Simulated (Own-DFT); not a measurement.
## Calculated data, InAs (zincblende, strongly disordered by large displacements), GaP (zincblende, strongly disordered by large displacements)

All values are calculated (Own-DFT development build). A calculation, not a measurement: plane-wave PBE density functional theory by an unreviewed code, no spin, of a simulated periodic cell, stress positive in tension, free energy of the whole cell less one offset for each atom, forces on such cells passed a denser k mesh, this cell's mesh not checked; broken bonds can close the gap or carry spin, so checks made on this kind of crystal may not hold here; offsets are fitted by least squares, one for each functional and potential file, so energies compare only between cells with the same atoms and settings and are not formation energies; the far tail of each file's local potential was reset to the Coulomb form; each entry is a single point on an unrelaxed cell, so the pressure reflects the starting lattice, mostly measured values (interpolated for alloys), from which strain is counted, and rises with the displacements; printed positions are rounded, which can move forces by about a meV/angstrom; the program, named Own-DFT, is a retired in-house code; no spin-orbit coupling.

Settings shared by all entries: functional PBE; potential files PseudoDojo norm-conserving, scalar-relativistic, standard set; wave cutoff 42 hartree; occupations Fermi-Dirac; smearing width 0.1 eV; k mesh 3 x 3 x 3 centred on Gamma.

(1) InAs (zincblende, strongly disordered by large displacements)

```cif
# cell vector a (Å): 12.1166 0.0000 0.0000
# cell vector b (Å): 0.0000 12.1166 0.0000
# cell vector c (Å): 0.0000 0.0000 12.1166
data_InAs
_symmetry_space_group_name_H-M 'P 1'
_symmetry_Int_Tables_number 1
_cell_length_a 12.1166
_cell_length_b 12.1166
_cell_length_c 12.1166
_cell_angle_alpha 90.000
_cell_angle_beta 90.000
_cell_angle_gamma 90.000
_cell_volume 1778.86
loop_
_atom_site_label
_atom_site_type_symbol
_atom_site_fract_x
_atom_site_fract_y
_atom_site_fract_z
_atom_site_occupancy
In1 In 0.94773 0.00936 0.02846 1
In2 In 0.95174 0.25641 0.27224 1
In3 In 0.26452 0.02201 0.23312 1
In4 In 0.20537 0.26620 0.03993 1
As1 As 0.11162 0.13778 0.13711 1
As2 As 0.11690 0.38006 0.40824 1
As3 As 0.40371 0.11543 0.39593 1
As4 As 0.35000 0.35002 0.12387 1
In5 In 0.01006 0.97021 0.49289 1
In6 In 0.96722 0.26634 0.71270 1
In7 In 0.20344 0.99539 0.75166 1
In8 In 0.24083 0.20737 0.46932 1
As5 As 0.08188 0.05137 0.63352 1
As6 As 0.13045 0.32375 0.88976 1
As7 As 0.40755 0.12380 0.87325 1
As8 As 0.35852 0.34539 0.56018 1
In9 In 0.01727 0.50105 0.01750 1
In10 In 0.01396 0.74739 0.24691 1
In11 In 0.24700 0.51640 0.25517 1
In12 In 0.24102 0.74435 0.99448 1
As9 As 0.13909 0.65998 0.11678 1
As10 As 0.09536 0.89046 0.32017 1
As11 As 0.35474 0.65697 0.34118 1
As12 As 0.34780 0.80098 0.14179 1
In13 In 0.02232 0.53754 0.47801 1
In14 In 0.00114 0.75816 0.77442 1
In15 In 0.26253 0.53352 0.72723 1
In16 In 0.25506 0.70722 0.48178 1
As13 As 0.13646 0.62587 0.59062 1
As14 As 0.08089 0.89913 0.90059 1
As15 As 0.39040 0.65160 0.87298 1
As16 As 0.39274 0.93619 0.64241 1
In17 In 0.53337 0.96624 0.99892 1
In18 In 0.48574 0.24795 0.26574 1
In19 In 0.75778 0.96389 0.24352 1
In20 In 0.71289 0.24399 0.97470 1
As17 As 0.59389 0.13937 0.12641 1
As18 As 0.62097 0.35680 0.33235 1
As19 As 0.85273 0.11049 0.37796 1
As20 As 0.88238 0.39266 0.17691 1
In21 In 0.54240 0.02273 0.46402 1
In22 In 0.49175 0.23914 0.69920 1
In23 In 0.76726 0.01048 0.79096 1
In24 In 0.72158 0.24770 0.49743 1
As21 As 0.58840 0.11809 0.60717 1
As22 As 0.58759 0.41099 0.86098 1
As23 As 0.85102 0.16347 0.89161 1
As24 As 0.83796 0.35912 0.62814 1
In25 In 0.48989 0.50263 0.98148 1
In26 In 0.50454 0.75808 0.21961 1
In27 In 0.71252 0.50741 0.29495 1
In28 In 0.74192 0.75984 0.98638 1
As25 As 0.58199 0.64298 0.08829 1
As26 As 0.61391 0.85771 0.36218 1
As27 As 0.85465 0.63401 0.38416 1
As28 As 0.84300 0.86363 0.11374 1
In29 In 0.49228 0.46937 0.49457 1
In30 In 0.47462 0.80206 0.73055 1
In31 In 0.74464 0.48507 0.72339 1
In32 In 0.71709 0.77542 0.51182 1
As29 As 0.59460 0.61597 0.62993 1
As30 As 0.65948 0.86782 0.81320 1
As31 As 0.88782 0.64360 0.88835 1
As32 As 0.88925 0.86625 0.57592 1
```

| Property | Result |
| --- | --- |
| hardware | one NVIDIA H200 |
| free energy of cell above offsets | 23.030 eV |
| pressure | 13.53 GPa |
| stress xx | -14.39 GPa |
| stress yy | -12.88 GPa |
| stress zz | -13.3 GPa |
| stress yz | -1.23 GPa |
| stress xz | -0.77 GPa |
| stress xy | -0.99 GPa |
| wall time | 1221 s |

Force:
```
element  x (eV/Å)  y (eV/Å)  z (eV/Å)
     In     1.555     2.247    -0.626
     In     3.455    -3.647     2.573
     In     0.339    -1.422     0.154
     In     2.134    -1.497     1.316
     As    -3.137    -3.247     2.482
     As     0.663    -1.968    -2.193
     As    -5.101      1.18    -3.629
     As     3.631     3.384     1.961
     In     0.696     0.822    -8.854
     In     5.247    -4.001     3.724
     In     5.806    -1.527     4.721
     In    -2.972    -0.527     0.832
     As    -1.407     7.597     0.898
     As    -3.531     4.081    -7.339
     As     -0.87    -0.447    -0.054
     As    -1.104     0.639     3.151
     In    -0.416    -0.526    -0.077
     In    -4.406    -3.948    -1.217
     In    -1.425    -2.673     -1.13
     In     1.182     2.718    -7.207
     As    -3.486    -5.346     3.206
     As     3.621      4.66     2.682
     As     5.089    -1.198    -2.416
     As    -3.385     5.384    -0.084
     In    -4.744    -1.563    -2.322
     In     0.253     0.673    -2.925
     In     0.937    -1.803      0.93
     In     0.742     5.321     1.065
     As    -1.775     1.314     7.493
     As     1.813    -0.048     0.413
     As    -1.139     0.411    -1.417
     As    -3.514     3.782    -3.119
     In     -0.92     0.265    -0.514
     In     -3.46    -1.143    -2.466
     In    -2.586     3.863      3.12
     In    -5.457     3.723     3.362
     As     1.485    -1.483    -0.687
     As    -0.018    -1.746     3.733
     As     0.043     -0.79     0.925
     As    -2.661     4.907     -4.47
     In     2.227    -6.787     -2.47
     In    -3.917     4.425     4.253
     In     2.614     3.562    -2.551
     In    -0.045    -0.847    -0.928
     As     6.836    -0.791     3.122
     As     4.023    -4.854    -4.379
     As     5.927    -2.102    -2.354
     As    -0.661     0.737    -5.414
     In    -4.136     0.569      3.94
     In     3.795     0.175      3.82
     In     3.301     4.769    -2.837
     In     -2.14    -1.718    -1.873
     As     3.736    -1.221    -0.256
     As    -0.187      0.76    -0.815
     As     0.419     1.024     -0.03
     As     3.152    -2.409    -0.054
     In     1.735     2.231    -1.266
     In     2.177    -5.095     2.539
     In    -2.441     4.466     3.592
     In     0.399    -2.365     1.327
     As     0.177     0.656    -0.561
     As    -3.023    -4.603     1.787
     As    -1.096    -3.329      0.18
     As    -4.047    -3.672     5.234
```

(2) InAs (zincblende, strongly disordered by large displacements)

```cif
# cell vector a (Å): 12.1166 0.0000 0.0000
# cell vector b (Å): 0.0000 12.1166 0.0000
# cell vector c (Å): 0.0000 0.0000 12.1166
data_InAs
_symmetry_space_group_name_H-M 'P 1'
_symmetry_Int_Tables_number 1
_cell_length_a 12.1166
_cell_length_b 12.1166
_cell_length_c 12.1166
_cell_angle_alpha 90.000
_cell_angle_beta 90.000
_cell_angle_gamma 90.000
_cell_volume 1778.86
loop_
_atom_site_label
_atom_site_type_symbol
_atom_site_fract_x
_atom_site_fract_y
_atom_site_fract_z
_atom_site_occupancy
In1 In 0.02881 0.96487 0.99367 1
In2 In 0.95569 0.24231 0.23682 1
In3 In 0.23216 0.98759 0.26475 1
In4 In 0.22997 0.20724 0.01914 1
As1 As 0.17301 0.06585 0.11521 1
As2 As 0.11009 0.35800 0.38913 1
As3 As 0.38888 0.15605 0.40564 1
As4 As 0.37077 0.42257 0.14724 1
In5 In 0.01387 0.01538 0.51108 1
In6 In 0.00730 0.27980 0.77380 1
In7 In 0.25713 0.00177 0.75755 1
In8 In 0.24842 0.27919 0.47351 1
As5 As 0.10928 0.16402 0.68073 1
As6 As 0.06753 0.37707 0.91127 1
As7 As 0.43728 0.13239 0.87361 1
As8 As 0.35816 0.40445 0.62210 1
In9 In 0.97773 0.52724 0.99366 1
In10 In 0.96466 0.76772 0.22834 1
In11 In 0.23264 0.44972 0.27126 1
In12 In 0.27617 0.76190 0.98351 1
As9 As 0.17417 0.55703 0.13886 1
As10 As 0.04952 0.83892 0.37045 1
As11 As 0.34842 0.59768 0.42133 1
As12 As 0.40882 0.90564 0.13661 1
In13 In 0.98377 0.49329 0.51240 1
In14 In 0.00684 0.77815 0.72630 1
In15 In 0.26298 0.46325 0.76333 1
In16 In 0.21992 0.75701 0.53372 1
As13 As 0.10910 0.62664 0.59017 1
As14 As 0.14150 0.84786 0.89467 1
As15 As 0.41231 0.61894 0.91114 1
As16 As 0.33107 0.92731 0.59953 1
In17 In 0.53229 0.00958 0.96501 1
In18 In 0.47673 0.20272 0.22440 1
In19 In 0.76669 0.05020 0.22995 1
In20 In 0.70824 0.24079 0.98602 1
As17 As 0.66895 0.09966 0.08829 1
As18 As 0.58942 0.42756 0.38107 1
As19 As 0.86737 0.06924 0.38397 1
As20 As 0.85146 0.41376 0.14477 1
In21 In 0.52776 0.98472 0.47562 1
In22 In 0.47753 0.30317 0.74484 1
In23 In 0.73913 0.03053 0.80092 1
In24 In 0.77557 0.24310 0.48575 1
As21 As 0.67797 0.16775 0.64702 1
As22 As 0.60849 0.34031 0.87373 1
As23 As 0.89590 0.10939 0.84178 1
As24 As 0.88501 0.37982 0.64285 1
In25 In 0.56924 0.51117 0.99859 1
In26 In 0.48427 0.77247 0.27304 1
In27 In 0.73626 0.47344 0.27329 1
In28 In 0.74362 0.78939 0.98900 1
As25 As 0.65699 0.60713 0.18214 1
As26 As 0.61297 0.87406 0.36179 1
As27 As 0.89687 0.61592 0.41304 1
As28 As 0.85959 0.86563 0.11160 1
In29 In 0.47555 0.49912 0.50098 1
In30 In 0.53733 0.73985 0.76616 1
In31 In 0.74091 0.50779 0.72975 1
In32 In 0.71399 0.76095 0.46493 1
As29 As 0.61324 0.64117 0.61500 1
As30 As 0.58458 0.82098 0.91757 1
As31 As 0.84664 0.61418 0.87210 1
As32 As 0.89189 0.86213 0.62116 1
```

| Quantity | Value |
| --- | --- |
| hardware | one NVIDIA H200 |
| free energy of cell above offsets | 35.014 eV |
| pressure | 15.49 GPa |
| stress xx | -15.06 GPa |
| stress yy | -13.09 GPa |
| stress zz | -18.31 GPa |
| stress yz | 2.56 GPa |
| stress xz | -3.91 GPa |
| stress xy | 4.18 GPa |
| wall time | 1193 s |

Force:
```
element  x (eV/Å)  y (eV/Å)  z (eV/Å)
     In    -3.242     2.758     1.323
     In     0.941    -0.118     0.183
     In     2.475     -3.17     6.368
     In     2.598     6.029    -3.528
     As    -4.824    -0.871    -2.016
     As     -7.02     0.672    -1.398
     As     0.798    -2.567    -0.105
     As     2.938    -1.718    -3.534
     In     1.706    -0.393     1.971
     In    -4.893     0.415    -1.299
     In    -1.077     2.038      3.36
     In     3.003    -2.578     4.346
     As     4.583    -4.946    -4.524
     As      5.23     0.914     3.703
     As    -5.377     3.501    -3.008
     As     0.631    -3.271    -3.606
     In     0.414     1.326     2.947
     In     0.098    -5.593    -1.478
     In      0.78      -1.1      5.89
     In     4.081     -2.45     4.101
     As    -2.341     5.171    -5.959
     As     4.464     2.631     4.939
     As    -4.873     5.144    -4.101
     As    -1.422     0.123    -0.906
     In     2.675     -4.23     1.539
     In     4.216    -4.415     4.516
     In    -4.302     3.449     5.932
     In     4.048     3.789    -2.601
     As    -1.586     -3.27     4.624
     As    -1.919     0.301    -5.351
     As    -1.004    -0.575    -1.819
     As     2.023    -1.802    -3.145
     In      1.32    -3.421     2.689
     In     0.257     1.228     -1.23
     In     1.072    -2.997     1.197
     In     6.087     2.428     0.172
     As    -4.392    -2.501      0.44
     As     1.339    -5.226    -1.835
     As     1.026     1.855     2.086
     As     3.131    -3.037    -4.313
     In    -3.535     5.108     5.315
     In    -0.869    -2.842     -2.25
     In    -4.894    -3.315    -1.997
     In    -0.042     1.213    -0.732
     As    -2.448    -0.742      0.41
     As     0.259     5.581    -1.365
     As      5.12     1.581     3.039
     As     -1.78     -1.09    -0.547
     In     0.286     0.102     1.554
     In     -3.08    -4.871    -1.768
     In     2.836    -1.536     5.514
     In     3.871    -4.429    -0.196
     As    -3.641     6.195    -4.488
     As     3.813     2.288    -4.767
     As    -4.504     5.146    -5.028
     As     0.475     4.636     0.165
     In     3.162     0.981     4.828
     In    -3.174    -2.109    -4.438
     In    -0.624    -0.582     0.062
     In      4.59    -3.846     3.545
     As     0.549    -1.323    -1.424
     As    -3.867     3.412     2.415
     As    -0.469     2.763    -0.285
     As    -5.695     4.155    -4.134
```

(3) GaP (zincblende, strongly disordered by large displacements)

```cif
# cell vector a (Å): 10.9010 0.0000 0.0000
# cell vector b (Å): 0.0000 10.9010 0.0000
# cell vector c (Å): 0.0000 0.0000 10.9010
data_GaP
_symmetry_space_group_name_H-M 'P 1'
_symmetry_Int_Tables_number 1
_cell_length_a 10.9010
_cell_length_b 10.9010
_cell_length_c 10.9010
_cell_angle_alpha 90.000
_cell_angle_beta 90.000
_cell_angle_gamma 90.000
_cell_volume 1295.39
loop_
_atom_site_label
_atom_site_type_symbol
_atom_site_fract_x
_atom_site_fract_y
_atom_site_fract_z
_atom_site_occupancy
Ga1 Ga 0.99502 0.01849 0.00930 1
Ga2 Ga 0.01078 0.23498 0.24317 1
Ga3 Ga 0.26247 0.00244 0.24465 1
Ga4 Ga 0.27554 0.26134 0.01491 1
P1 P 0.11332 0.11123 0.12159 1
P2 P 0.13885 0.39151 0.34967 1
P3 P 0.38099 0.10945 0.36735 1
P4 P 0.37152 0.39288 0.10658 1
Ga5 Ga 0.01009 0.99173 0.47840 1
Ga6 Ga 0.01261 0.25165 0.72622 1
Ga7 Ga 0.25589 0.95697 0.75516 1
Ga8 Ga 0.26447 0.23706 0.47375 1
P5 P 0.12661 0.12814 0.64283 1
P6 P 0.14036 0.36410 0.86954 1
P7 P 0.36441 0.12043 0.85905 1
P8 P 0.39120 0.37697 0.63707 1
Ga9 Ga 0.99871 0.47629 0.00844 1
Ga10 Ga 0.01235 0.71048 0.25465 1
Ga11 Ga 0.26443 0.50208 0.21375 1
Ga12 Ga 0.24380 0.76594 0.01884 1
P9 P 0.12403 0.58880 0.10024 1
P10 P 0.10871 0.87732 0.33724 1
P11 P 0.37841 0.61168 0.37689 1
P12 P 0.41793 0.87283 0.12191 1
Ga13 Ga 0.02534 0.48746 0.53228 1
Ga14 Ga 0.03632 0.74038 0.76371 1
Ga15 Ga 0.24950 0.50434 0.74653 1
Ga16 Ga 0.21005 0.73922 0.50517 1
P13 P 0.09548 0.63324 0.62383 1
P14 P 0.11535 0.86761 0.89171 1
P15 P 0.34114 0.62225 0.86010 1
P16 P 0.37538 0.86150 0.61249 1
Ga17 Ga 0.49413 0.01154 0.00503 1
Ga18 Ga 0.49891 0.25474 0.28485 1
Ga19 Ga 0.76141 0.01466 0.24490 1
Ga20 Ga 0.76071 0.24076 0.01178 1
P17 P 0.64178 0.08751 0.09239 1
P18 P 0.63180 0.41200 0.38085 1
P19 P 0.85376 0.11370 0.37477 1
P20 P 0.86661 0.36909 0.11136 1
Ga21 Ga 0.49720 0.00704 0.50885 1
Ga22 Ga 0.49729 0.25266 0.77167 1
Ga23 Ga 0.74164 0.00944 0.78414 1
Ga24 Ga 0.77053 0.22506 0.49583 1
P21 P 0.63662 0.09937 0.65861 1
P22 P 0.61672 0.39577 0.86665 1
P23 P 0.84620 0.15077 0.84259 1
P24 P 0.85709 0.36405 0.60760 1
Ga25 Ga 0.53725 0.49989 0.00097 1
Ga26 Ga 0.49382 0.72555 0.25089 1
Ga27 Ga 0.75070 0.50696 0.27109 1
Ga28 Ga 0.76435 0.75027 0.00724 1
P25 P 0.63638 0.63150 0.11782 1
P26 P 0.62969 0.88274 0.36743 1
P27 P 0.89401 0.62191 0.39159 1
P28 P 0.88418 0.87769 0.15621 1
Ga29 Ga 0.50640 0.49184 0.51626 1
Ga30 Ga 0.52133 0.77064 0.75043 1
Ga31 Ga 0.72287 0.51350 0.75117 1
Ga32 Ga 0.74365 0.75802 0.50372 1
P29 P 0.61993 0.63361 0.64047 1
P30 P 0.63192 0.90093 0.89086 1
P31 P 0.85177 0.61794 0.90461 1
P32 P 0.88667 0.89214 0.63743 1
```

| Quantity | Value |
| --- | --- |
| hardware | one NVIDIA H100 |
| free energy of cell above offsets | -6.450 eV |
| pressure | 8.42 GPa |
| stress xx | -7.25 GPa |
| stress yy | -9.57 GPa |
| stress zz | -8.44 GPa |
| stress yz | -3.27 GPa |
| stress xz | 0.59 GPa |
| stress xy | -2.24 GPa |
| wall time | 619.3 s |

Force:
```
element  x (eV/Å)  y (eV/Å)  z (eV/Å)
     Ga    -3.593    -2.673    -3.094
     Ga    -1.745     1.906     1.278
     Ga    -0.683    -1.893    -1.734
     Ga    -3.156    -3.828    -3.055
      P     4.989     2.404     1.408
      P    -0.421    -1.749     1.699
      P     0.645     0.223     0.777
      P     6.167    -0.776     0.585
     Ga     -0.94     0.867     2.206
     Ga    -3.067     2.529     2.287
     Ga    -0.605     1.604      -0.1
     Ga    -1.665     2.053     2.194
      P     3.198    -3.695    -4.075
      P    -1.494     0.204     0.048
      P    -0.134    -0.383     2.253
      P    -1.841    -1.231    -1.113
     Ga    -1.018    -0.783    -3.546
     Ga    -0.013     0.462    -1.891
     Ga    -1.119     1.814      4.13
     Ga     1.176    -1.461    -0.499
      P     0.866     4.754     1.875
      P     2.172    -0.688     1.417
      P    -1.845    -0.003     0.442
      P    -3.981    -1.193     1.315
     Ga    -3.016     -3.76    -3.957
     Ga     -4.87     1.666      2.17
     Ga     -1.59    -2.195    -2.089
     Ga     2.848     1.976    -2.728
      P     2.889    -1.097     0.731
      P     0.504     2.136     0.929
      P     3.888     3.887     3.314
      P    -0.384    -0.379     -0.12
     Ga    -2.666     0.257    -3.489
     Ga      1.18     1.576    -2.208
     Ga    -2.827    -2.683    -1.355
     Ga    -1.794    -0.619    -2.076
      P     2.198     3.764     3.122
      P    -1.782    -5.032     1.639
      P     5.412     0.113    -0.936
      P     0.538     0.264     4.025
     Ga     1.365    -1.159     0.365
     Ga     0.909     -0.61    -1.154
     Ga      2.92    -3.795    -1.763
     Ga    -3.855      1.95      2.66
      P    -3.655     4.072    -4.938
      P     1.158    -4.316     -0.16
      P     4.765     2.832     2.793
      P      2.01     2.231     2.143
     Ga    -3.485     1.522      1.43
     Ga     1.709     1.145     0.499
     Ga     3.137     2.092    -3.393
     Ga    -1.238     4.207     1.815
      P    -0.247    -0.167     2.127
      P    -0.919    -0.548     0.378
      P    -1.659    -0.858     0.934
      P     0.814    -1.461    -2.405
     Ga    -0.493      1.76     0.262
     Ga     -1.88     0.257     1.378
     Ga     3.636     -0.62     0.407
     Ga     1.256     0.509     0.443
      P    -0.301     0.981     -3.36
      P    -1.767    -4.541     1.486
      P     3.461    -2.509    -3.657
      P    -0.065    -1.313     -0.07
```
